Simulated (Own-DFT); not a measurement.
# How strain changes the stress of grey tin, 64 atoms (Sn64)

The numbers are computed, not measured, by runs of the plane-wave DFT program Own-DFT (in-house, retired, unreviewed) at fixed positions, with no spin and no spin-orbit coupling.

Common settings: PBE; PseudoDojo norm-conserving scalar-relativistic files; cutoff 42 hartree; 3 x 3 x 3 k mesh centred on Gamma; cold (Marzari-Vanderbilt) smearing of 0.2 eV.

Caveats: forces on such cells moved up to 12 meV/angstrom on a denser k mesh; stress not checked against mesh or cutoff.

Unstrained cell vectors in Å: (12.978, 0.000, 0.000); (0.000, 12.978, 0.000); (0.000, 0.000, 12.978). The unstrained cell has measured lattice constants (interpolated for alloys), not those of this functional. That, the random moves and any unrelaxed bonds set the pressure at no strain. In each run the cell takes a homogeneous strain; fractional positions stay. Each coordinate of each atom was shifted by a normal deviate of width 0.05 Å. Stress is counted positive in tension, P = -(s_xx + s_yy + s_zz)/3, and strain components are those of the symmetric tensor.

```
run  e_xx (%)  e_yy (%)  e_zz (%)  e_yz (%)  e_xz (%)  e_xy (%)  s_xx (GPa)  s_yy (GPa)  s_zz (GPa)  s_yz (GPa)  s_xz (GPa)  s_xy (GPa)  P (GPa)  E (meV/atom)
  1     -1.83      0.77      0.85      0.45      0.05      1.56       -4.35       -3.65       -3.57        0.51       -0.32        1.75     3.86          23.2
  2     -1.64      0.17     -0.83      1.80     -0.09     -1.01       -5.30       -4.86       -5.08        2.28        0.36       -1.12     5.08          44.1
  3      0.87      0.28     -0.05     -0.15     -0.79      1.69       -3.05       -3.16       -3.32        0.14       -1.13        1.95     3.18           8.2
  4     -0.45      1.17     -1.79      0.87     -1.70      1.36       -4.37       -3.87       -4.73        0.71       -2.08        1.43     4.33          30.1
  5      1.23      0.31     -0.99      0.08     -1.72      0.62       -3.16       -3.38       -3.76        0.05       -2.51        0.70     3.43          11.4
  6      1.23     -1.15      1.96     -1.76      0.21     -1.41       -2.69       -3.30       -2.44       -2.23        0.49       -0.99     2.81          13.5
  7      0.16     -1.11      1.13      0.15      0.08     -0.57       -3.56       -3.91       -3.27        0.07        0.61       -0.80     3.58          11.5
  8      0.09      0.32      0.14     -1.33      0.41      1.04       -3.51       -3.40       -3.45       -1.39        0.17        0.88     3.45          16.0
  9      0.34     -0.53      0.70     -1.47      0.31      0.22       -3.34       -3.61       -3.24       -1.80        0.44        0.19     3.39           6.8
 10     -1.56     -1.66     -1.79      0.60      1.91     -0.98       -6.76       -6.76       -6.87        1.33        1.89       -1.94     6.79          80.5
 11      1.40     -0.81      1.14      0.71      0.85     -0.01       -2.58       -3.15       -2.60        0.73        0.79       -0.02     2.78           0.0
 12     -1.96     -1.54     -1.89      1.94      0.71      1.66       -7.24       -7.01       -7.23        2.93        0.34        1.58     7.16          93.9
 13      0.73      0.94     -1.87     -0.84      1.96      0.11       -3.53       -3.52       -4.22       -0.25        1.84        0.48     3.76          14.6
 14     -0.20     -1.26     -0.98     -1.08     -0.20     -0.75       -4.79       -5.24       -5.03       -0.94       -0.15       -1.09     5.02          36.9
 15     -0.48     -0.83      1.11     -0.72     -0.09      0.97       -3.84       -4.02       -3.42       -0.39       -0.50        0.98     3.76          15.1
 16     -1.99     -1.70     -0.18     -0.23      1.10     -1.61       -6.17       -6.11       -5.61        0.06        1.81       -1.91     5.96          56.2
 17      1.19     -0.93      1.23      0.59     -0.55     -1.69       -2.88       -3.40       -2.87        0.79       -0.76       -2.03     3.05          12.3
 18      0.40      0.15     -0.79      1.38      0.63     -1.52           ?           ?           ?           ?           ?           ?        ?             ?
```

E is the free energy for each atom above the lowest run shown.

## Worked fit

Regress every stress component on the fractional strains (shears doubled) of the visible runs, with a constant. Shear strains stay in the fit of a normal stress only where such slopes are resolved. The slopes, in GPa:

| stress | at no strain | per e_xx | per e_yy | per e_zz | scatter |
|---|---|---|---|---|---|
| s_xx | -3.8 | 75 ± 3 | 54 ± 4 | 49 ± 3 | 0.15 |
| s_yy | -3.8 | 49 ± 2 | 81 ± 3 | 49 ± 2 | 0.09 |
| s_zz | -3.7 | 47 ± 3 | 54 ± 4 | 78 ± 3 | 0.14 |

The slope of each shear stress on twice its own strain, from a fit on all six strains: yz 58 ± 3, xz 53 ± 4, xy 54 ± 4 GPa. These are stiffnesses along x, y and z of the frame in which the cell vectors are given, which need not be the crystal's axes. The atoms are held to the strained lattice; where symmetry lets them move under strain, relaxing them would lower some slopes. Slopes across the diagonal should nearly agree, so their difference gauges the noise. A ninth of the table's sum, 60 ± 1 GPa, estimates the bulk modulus near the mean pressure of these runs, 4.2 GPa, so it lies above the value at zero pressure.

## Withheld run

The question: what normal stresses and pressure should run 18 give?

The fit gives s_xx = -3.8, s_yy = -3.8, s_zz = -4.1 and P = 3.9 GPa. DFT gave -3.65, -3.76, -3.96 and P = 3.79 GPa.
